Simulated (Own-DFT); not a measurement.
# Point defects and the pressure they add: C40 NbSi2

Everything here is calculated. The program is Own-DFT (plane waves, in-house, since retired, never reviewed by a person); positions were held fixed, and spin and spin-orbit coupling were off.

Method: PBE; PseudoDojo norm-conserving scalar-relativistic files; cutoff 42 hartree; 4 x 4 x 5 k mesh centred on Gamma; cold (Marzari-Vanderbilt) smearing of 0.2 eV.

Caveats: forces on such cells failed a check on a denser k mesh; stress not checked against mesh or cutoff.

All runs share one cell, with vectors in Å (0.000, 8.324, 0.000); (-9.613, 0.000, 0.000); (0.000, 0.000, 6.586) and a volume of 527.0 Å³. Atoms were moved at random from their sites; u is the rms move along one axis. The defect's site can differ from row to row.

```
cell,formula,u (Å),P (GPa)
no defect,Nb12Si24,0.0186,1.47
no defect,Nb12Si24,0.0473,2.22
no defect,Nb12Si24,0.0499,2.64
two Nb on a Si site each,Nb14Si22,0.0301,7.58
two Nb on a Si site each,Nb14Si22,0.0324,7.69
two Nb on a Si site each,Nb14Si22,0.0498,8.43
two Si on a Nb site each,Nb10Si26,0.0321,1.86
two Si on a Nb site each,Nb10Si26,0.0520,2.19
two Si on a Nb site each,Nb10Si26,0.0523,2.51
two Nb vacancies,Nb10Si24,0.0272,-0.06
two Nb vacancies,Nb10Si24,0.0290,0.18
two Nb vacancies,Nb10Si24,0.0493,?
two Nb vacancies,Nb10Si24,0.0541,1.56
one Si vacancy,Nb12Si23,0.0296,0.99
one Si vacancy,Nb12Si23,0.0456,1.53
one Si vacancy,Nb12Si23,0.0549,1.40
```

## Working it out

P = P0 + c u² + a shift for each defect gives P0 = 1.33 GPa, c = 462 ± 74 GPa/Å² and a scatter of 0.25 GPa. The shifts, and each times the cell's volume:

- two Nb on a Si site each: 5.89 ± 0.21 GPa, 19.4 eV (9.7 eV for each of its 2 sites)
- two Si on a Nb site each: -0.14 ± 0.21 GPa, -0.5 eV (-0.2 eV for each of its 2 sites) (not resolved)
- one Si vacancy: -0.94 ± 0.21 GPa, -3.1 eV
- two Nb vacancies: -1.46 ± 0.21 GPa, -4.8 eV (-2.4 eV for each of its 2 sites)

Against the defect-free cell, a freed cell would be larger where the shift is positive and smaller where it is negative (160.2 GPa Å³ is 1 eV). The atoms around the defects weren't relaxed, which would change these numbers.

## Withheld run

Asked: what pressure belongs in the blank (two Nb vacancies, u = 0.0493 Å)?

From the fit: 0.99 ± 0.30 GPa. The calculation gave 0.68 GPa.
